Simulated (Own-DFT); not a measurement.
# Misfit strain and the stress it brings: wurtzite AlGaN with randomly placed atoms, 128 atoms (Al48Ga16N64)

Source: density functional calculations with Own-DFT, an unreviewed in-house program that is no longer used. Nothing was measured or relaxed, and spin and spin-orbit coupling are left out.

Common settings: PBE; PseudoDojo norm-conserving scalar-relativistic files (stringent for Ga); cutoff 96 hartree; 3 x 3 x 3 k mesh centred on Gamma; Gaussian smearing of 0.01 eV.

Caveats: k mesh not checked against a denser one; stress not checked against mesh or cutoff.

Unstrained cell vectors in Å: (12.525, 0.000, 0.000); (-6.263, 10.847, 0.000); (0.000, 0.000, 10.066). The unstrained cell has measured lattice constants (interpolated for alloys), not those of this functional. That, the random moves and any unrelaxed bonds set the pressure at no strain. Each run strains x and y alike by e, as a substrate would, and holds the height along z. Each coordinate of each atom was shifted by a normal deviate of width 0.05 Å. The random placing of the alloy's atoms differs from row to row. Stress is positive in tension.

```
e (%)  u (Å)  (s_xx + s_yy)/2 (GPa)  s_zz (GPa)
-2.75  0.048                 -23.74      -10.61
-2.50  0.048                 -23.14      -10.99
-2.25  0.051                      ?           ?
-2.00  0.051                 -18.95       -9.94
-0.75  0.048                 -10.52       -8.04
 0.25  0.048                  -4.90       -6.90
 1.25  0.052                   0.84       -4.61
 1.75  0.051                   2.87       -3.65
 2.00  0.053                   3.87       -3.92
 3.00  0.052                   9.08       -5.15
```

## What the rows give

With e as a fraction, the in-plane stress is -6.3 + 581 e - 2555 e² GPa (errors 7 and 508, scatter 0.44), and s_zz is -7.1 + 131 e GPa (slope ± 16, scatter 0.98). At e = 0 the first slope is C11 + C12 and the second 2 C13, both with the ions held to the strained lattice and at the cell's own pressure. The term in e² is negative: the layer stiffens under compression and softens under tension. A free layer would change its height as e changes, and the in-plane slope would drop by 2 C13²/C33 to the biaxial modulus. At fixed height, a misfit of 1 % moves the in-plane stress by about 5.8 GPa and s_zz by 1.3 GPa.

## Prediction

Q: what are the two stresses at e = -2.25 %?

The fit gives -20.7 and -10.1 GPa. The hidden result is -21.54 and -9.31 GPa.
